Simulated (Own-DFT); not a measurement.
# Reading a pressure off an energy slope: monoclinic HfO2, 94 atoms (Hf32O62), with two O vacancies

These are calculations. Each geometry was run twice at fixed positions with Own-DFT, a retired in-house plane-wave program that no person has reviewed: with PBE, and with HSE06 (exact exchange share 0.25 at short range, screening 0.11 per bohr, Gygi-Baldereschi treatment of its divergence). Both used PseudoDojo norm-conserving files made for PBE, a cutoff of 48 hartree, the Gamma point alone, fixed occupations, a neutral cell and no spin. The unstrained cell is 10.1 Å across at its thinnest, so Gamma alone is coarse and defects feel their images. The hafnium file keeps the 4f electrons in the core, and its forces lie about 75 meV/Å off all-electron values. The oxygen file's force components were 24 meV/Å off all-electron values in a glass.

Unstrained cell vectors in Å: (10.234, 0.000, 0.000); (0.000, 10.350, 0.000); (-1.696, 0.000, 10.445), volume V0 = 1106.4 Å³, from measured lattice constants. Each geometry has its own random strain of a few per cent, its own defect sites and random moves of rms u per axis. HSE06 gave the energy alone. D is its energy less that of PBE, over the lowest D shown. The PBE stress wasn't checked against mesh or cutoff.

```
run,V - V0 (Å³),u (Å),P with PBE (GPa),D (eV)
1,-20.5,0.0530,9.44,0.891
2,-36.2,0.0292,11.98,0.299
3,25.8,0.0505,0.13,1.872
4,-27.6,0.0507,11.97,0.558
5,-31.9,0.0301,11.99,0.293
6,3.0,0.0313,3.42,1.090
7,22.2,0.0523,0.18,1.940
8,-41.9,0.0289,15.09,0.000
9,-7.5,0.0487,7.39,1.107
10,5.7,0.0497,2.59,1.451
11,-6.0,0.0292,5.10,?
```

## Analysis

D = 0.93 + 0.0239 (V - V0) + 150 u² eV, with an error of 0.0012 on the volume slope, 33 on the last term and a scatter of 0.07 eV. Pressure is -dE/dV, and 1 eV/Å³ is 160.2 GPa, so HSE06 changes the pressure by -3.8 ± 0.2 GPa. With the ions held to the strained lattice, the PBE pressure falls by 256 ± 16 GPa per unit of volume strain; the shape of the strain isn't fitted, so the true error is larger, and a relaxed crystal would be softer. On that slope HSE06's volume at a given pressure is about 1.5 % smaller, or 0.5 % in lengths. At u = 0 and V0 the PBE pressure is 4.1 GPa, which puts the zero-pressure volume, against the measured cell and with the defects in, at +1.6 % for PBE and +0.1 % for HSE06, each good to a few tenths of a per cent.

## The run left out

Question: what D should run 11 give?

The fitted form gives 0.91 eV, with rows scattering by 0.07. The run itself gave 0.941 eV.
